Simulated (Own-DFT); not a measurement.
# Shaking the atoms of zincblende GaP, 96 atoms (Ga48P48)

Calculated results; nothing here was measured. They come from Own-DFT, an in-house plane-wave density functional program, since retired, whose code no person has reviewed. Each row is one single-point run on a periodic cell that was not relaxed, without spin or spin-orbit coupling.

Settings of every run: PBE; PseudoDojo norm-conserving scalar-relativistic files; cutoff 42 hartree; 2 x 3 x 3 k mesh centred on Gamma; Fermi-Dirac smearing of 0.1 eV.

Known limits, some of them of some rows only: forces on such cells moved up to 12 meV/angstrom on a denser k mesh; forces on such cells passed a denser k mesh, each cell not checked; stress not checked against mesh or cutoff.

Cell vectors in Å: (16.352, 0.000, 0.000); (0.000, 10.901, 0.000); (0.000, 0.000, 10.901). In each run every atom was moved at random and independently from its ideal site; u is the rms move along one axis. E is the free energy for each atom above the fitted value at u = 0, and F the rms of the force components.

| run | u (Å) | E (meV/atom) | F (eV/Å) | largest force (eV/Å) | P (GPa) |
|---|---|---|---|---|---|
| 1 | 0.0193 | 6.6 | 0.267 | 0.89 | 2.71 |
| 2 | 0.0197 | 6.7 | 0.267 | 1.15 | 2.70 |
| 3 | 0.0198 | 6.8 | 0.269 | 0.90 | 2.71 |
| 4 | 0.0488 | 40.5 | 0.674 | 2.51 | 3.21 |
| 5 | 0.0499 | 45.7 | 0.758 | 3.05 | 3.30 |
| 6 | 0.0533 | 49.6 | 0.742 | 2.33 | 3.32 |
| 7 | 0.0998 | ? | ? | ? | ? |
| 8 | 0.1015 | 177.5 | 1.559 | 6.09 | 5.22 |
| 9 | 0.1457 | 392.4 | 2.804 | 14.69 | 8.28 |
| 10 | 0.1885 | 602.7 | 3.386 | 14.82 | 11.37 |

## Worked fit

For small independent moves the energy grows as E = (3/2) K u², with K the mean stiffness felt by one atom. The runs with u up to 0.11 Å give K = 11.7 ± 0.2 eV/Å², with residuals divided by u² + 0.0006 Å², since the noise grows with the moves. The scatter is 1.2 meV/atom at u = 0.05 Å. The forces follow F = G u with G = 14.2 eV/Å²; no force at u = 0 is resolved. G exceeds K because the moves of its neighbours add to the force on an atom, and stiffness differs between atoms. At u = 0.188 Å the parabola gives 621 meV/atom and the run 603. The pressure follows P = 2.62 + 254 u² GPa: at fixed volume, shortened bonds push harder than stretched ones pull.

## Withheld run

Question: what energy and rms force should run 7 give?

The fit gives 174 ± 5 meV/atom and about 1.42 eV/Å. The calculation gave 162.8 meV/atom and 1.485 eV/Å.
